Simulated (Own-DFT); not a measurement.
# Same atoms, different arrangement: Ga48P48, 96 atoms

These are calculations, not measurements. They come from Own-DFT, an in-house plane-wave density functional program, since retired, whose code no person has reviewed. Each row is one single-point run on a periodic cell that was not relaxed, without spin or spin-orbit coupling.

Settings of every run: PBE; PseudoDojo norm-conserving scalar-relativistic files; cutoff 42 hartree; 2 x 3 x 3 k mesh centred on Gamma; Fermi-Dirac smearing of 0.1 eV.

Known limits, some of them of some rows only: not probed for a lower state with spin; forces on such cells failed a check on a denser k mesh; forces on such cells passed a denser k mesh, each cell not checked; stress not checked against mesh or cutoff.

All cells hold the same atoms in the same cell, with vectors in Å (16.352, 0.000, 0.000); (0.000, 10.901, 0.000); (0.000, 0.000, 10.901). Every atom was moved at random from its ideal site; u is the rms move along one axis. The defect's site can differ from row to row. E is the free energy of the cell above the lowest run. The arrangements:

- A: zincblende GaP
- B: zincblende GaP, with one Ga on a P site and one P on a Ga site, 2.4 Å apart

| arrangement | u (Å) | E (eV) | P (GPa) |
|---|---|---|---|
| A | 0.0193 | 0.000 | 2.71 |
| A | 0.0200 | 0.098 | 2.73 |
| A | 0.0201 | 0.030 | 2.71 |
| A | 0.0475 | 2.986 | 3.17 |
| A | 0.0477 | 3.394 | 3.21 |
| A | 0.0480 | 3.257 | 3.19 |
| B | 0.0282 | 3.666 | 2.89 |
| B | 0.0286 | 3.839 | 2.93 |
| B | 0.0300 | 4.227 | 2.98 |
| B | 0.0460 | 5.900 | 3.28 |
| B | 0.0514 | 6.744 | 3.37 |
| B | 0.0522 | 7.124 | 3.39 |

Question: once the cost of the random moves is taken out, how do the arrangements rank?

## Worked answer

Fit E = a + b u², with one b for all and one a for each arrangement, and with residuals divided by u², since the noise grows with the moves. Then b = 1666 eV/Å², the scatter at u = 0.04 Å is 0.20 eV, and against A:

- B: 3.10 ± 0.07 eV (higher)

These are energies of unrelaxed cells. Relaxing the atoms lowers the strained arrangements most, so the gaps would shrink and small ones could change sign.
